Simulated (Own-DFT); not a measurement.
# Strain and stress in 4H SiC, 72 atoms (C36Si36)

Calculated results; nothing here was measured. They come from Own-DFT, an in-house plane-wave density functional program, since retired, whose code no person has reviewed. Each row is one single-point run on a periodic cell that was not relaxed, without spin or spin-orbit coupling.

Settings of every run: PBE; PseudoDojo norm-conserving scalar-relativistic files; cutoff 42 hartree; 4 x 4 x 3 k mesh centred on Gamma; Fermi-Dirac smearing of 0.1 eV.

Known limits: forces on such cells passed a denser k mesh, each cell not checked; stress not checked against mesh or cutoff.

Unstrained cell vectors in Å: (9.248, 0.000, 0.000); (-4.624, 8.009, 0.000); (0.000, 0.000, 10.068). The unstrained cell has measured lattice constants (interpolated for alloys), not those of this functional. That, the random moves and any unrelaxed bonds set the pressure at no strain. Each run strains this cell uniformly, with the atoms carried along. Every atom was also moved at random, by a Gaussian of width 0.05 Å on each axis. Strain is the symmetric tensor, in per cent. Stress is positive in tension, and the pressure is minus a third of its trace.

| run | e_xx (%) | e_yy (%) | e_zz (%) | e_yz (%) | e_xz (%) | e_xy (%) | s_xx (GPa) | s_yy (GPa) | s_zz (GPa) | s_yz (GPa) | s_xz (GPa) | s_xy (GPa) | P (GPa) | E (meV/atom) |
|---|---|---|---|---|---|---|---|---|---|---|---|---|---|---|
| 1 | 0.58 | 0.82 | 0.65 | 0.24 | -0.51 | -1.30 | -1.85 | 1.01 | -1.81 | 1.07 | -0.89 | -5.63 | 0.88 | 7.4 |
| 2 | 1.93 | 0.27 | -1.38 | -1.85 | 1.73 | -1.86 | 4.23 | -2.21 | -14.10 | -6.66 | 5.69 | -8.61 | 4.03 | 37.6 |
| 3 | 1.26 | 1.12 | 0.44 | -1.58 | 0.37 | -0.42 | 3.24 | 2.46 | -2.81 | -4.82 | 0.82 | -1.52 | -0.96 | 0.0 |
| 4 | -1.00 | 0.38 | -0.84 | 1.42 | 0.08 | 0.04 | -9.21 | -3.53 | -12.68 | 4.99 | 0.80 | 0.52 | 8.47 | 12.8 |
| 5 | 0.40 | -0.89 | 1.72 | 1.07 | -1.25 | -1.97 | -0.60 | -12.94 | 3.41 | 4.72 | -3.69 | -8.31 | 3.38 | 27.4 |
| 6 | -0.10 | 0.87 | 1.20 | -0.82 | -0.30 | 0.39 | -5.14 | 0.75 | 0.40 | -3.03 | -1.90 | 1.15 | 1.33 | 23.4 |
| 7 | -1.04 | 0.45 | -0.03 | 0.60 | -0.64 | 1.73 | -11.26 | -3.94 | -5.22 | 2.74 | -2.30 | 8.73 | 6.81 | 9.7 |
| 8 | 0.80 | -0.49 | 1.12 | -0.65 | 1.42 | 0.77 | -0.57 | -5.68 | -0.07 | -1.27 | 4.79 | 3.43 | 2.11 | 7.1 |
| 9 | -1.35 | -0.63 | 0.74 | 1.21 | 1.53 | -1.45 | -13.98 | -9.41 | -1.96 | 4.25 | 5.10 | -6.96 | 8.45 | 28.7 |
| 10 | -0.89 | -0.92 | 1.71 | -1.05 | 1.56 | -1.41 | -11.52 | -10.55 | 2.85 | -3.06 | 4.65 | -7.60 | 6.41 | 35.8 |
| 11 | -0.63 | -1.45 | 1.24 | -0.28 | 1.25 | 0.12 | -10.36 | -12.51 | 0.15 | -1.70 | 4.77 | 0.54 | 7.57 | 20.7 |
| 12 | 1.82 | 0.93 | 1.49 | -1.20 | 1.41 | -0.51 | 5.56 | 0.73 | 3.66 | -4.35 | 4.18 | -1.93 | -3.31 | 16.2 |
| 13 | 0.41 | -0.28 | -1.68 | 1.25 | 0.93 | -0.97 | -3.78 | -9.08 | -14.93 | 4.18 | 4.37 | -5.53 | 9.26 | 24.6 |
| 14 | -0.72 | 0.26 | -0.81 | 1.97 | 0.44 | -0.50 | -7.90 | -4.75 | -12.24 | 6.88 | 1.41 | -1.72 | 8.29 | 24.5 |
| 15 | -0.18 | -1.50 | 0.40 | -0.57 | -1.90 | -0.04 | -6.70 | -14.42 | -4.25 | -1.74 | -5.69 | 0.46 | 8.46 | 27.6 |
| 16 | 1.14 | -1.63 | 1.83 | -0.12 | 0.20 | -0.83 | 0.01 | -10.30 | 4.00 | -0.86 | 0.25 | -3.53 | 2.10 | 5.7 |
| 17 | -1.29 | -1.69 | 1.55 | -1.19 | -0.69 | 0.73 | ? | ? | ? | ? | ? | ? | ? | ? |

E is the free energy for each atom above the lowest run shown.

## Worked fit

Each stress component was fitted by least squares to a constant and the strains of the runs shown, as fractions, with shears doubled. Shear strains stay in the fit of a normal stress only where such slopes are resolved. The slopes, in GPa:

| stress | at no strain | per e_xx | per e_yy | per e_zz | scatter |
|---|---|---|---|---|---|
| s_xx | -5.2 | 551 ± 30 | 75 ± 36 | 21 ± 29 | 1.19 |
| s_yy | -5.3 | 80 ± 41 | 564 ± 48 | 51 ± 39 | 1.59 |
| s_zz | -6.3 | 33 ± 20 | 31 ± 24 | 582 ± 19 | 0.80 |

Each shear stress against twice its own strain: yz 174 ± 10, xz 161 ± 7, xy 237 ± 8 GPa. These are stiffnesses along x, y and z of the frame in which the cell vectors are given, which need not be the crystal's axes. The atoms are held to the strained lattice; where symmetry lets them move under strain, relaxing them would lower some slopes. The table should be nearly symmetric about its diagonal, and what it lacks of that shows the noise. A ninth of its sum, 221 ± 5 GPa, estimates the bulk modulus near the mean pressure of these runs, 4.6 GPa, so it lies above the value at zero pressure.

## Withheld run

Question: what normal stresses and pressure should run 17 give?

The fit gives s_xx = -13.2, s_yy = -15.1, s_zz = 1.7 and P = 8.8 GPa. The calculation gave -13.06, -16.40, 2.06 and P = 9.13 GPa.
